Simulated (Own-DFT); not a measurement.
# Which arrangement is lower? Ga48P48, 96 atoms

Calculated results; nothing here was measured. They come from Own-DFT, an in-house plane-wave density functional program, since retired, whose code no person has reviewed. Each row is one single-point run on a periodic cell that was not relaxed, without spin or spin-orbit coupling.

Settings of every run: PBE; PseudoDojo norm-conserving scalar-relativistic files; cutoff 42 hartree; 2 x 3 x 3 k mesh centred on Gamma; Fermi-Dirac smearing of 0.1 eV.

Known limits, some of them of some rows only: not probed for a lower state with spin; forces on such cells failed a check on a denser k mesh; forces on such cells passed a denser k mesh, each cell not checked; stress not checked against mesh or cutoff.

All cells hold the same atoms in the same cell, with vectors in Å (16.352, 0.000, 0.000); (0.000, 10.901, 0.000); (0.000, 0.000, 10.901). Every atom was moved at random from its ideal site; u is the rms move along one axis. The defect's site can differ from row to row. E is the free energy of the cell above the lowest run. The arrangements:

- A: zincblende GaP
- B: zincblende GaP, with one Ga on a P site and one P on a Ga site, 2.4 Å apart

```
arrangement,u (Å),E (eV),P (GPa)
A,0.0190,0.000,2.70
A,0.0193,0.085,2.71
A,0.0212,0.191,2.74
A,0.0494,3.558,3.23
A,0.0498,3.517,3.21
A,0.0498,3.796,3.26
B,0.0282,3.930,2.92
B,0.0294,4.103,2.95
B,0.0303,3.839,2.88
B,0.0481,6.666,3.36
B,0.0495,5.978,3.22
B,0.0534,7.696,3.51
```

Question: once the cost of the random moves is taken out, how do the arrangements rank?

## Worked answer

Fit E = a + b u², with one b for all and one a for each arrangement, and with residuals divided by u², since the noise grows with the moves. Then b = 1687 eV/Å², the scatter at u = 0.04 Å is 0.25 eV, and against A:

- B: 3.09 ± 0.09 eV (higher)

These are energies of unrelaxed cells. Relaxing the atoms lowers the strained arrangements most, so the gaps would shrink and small ones could change sign.
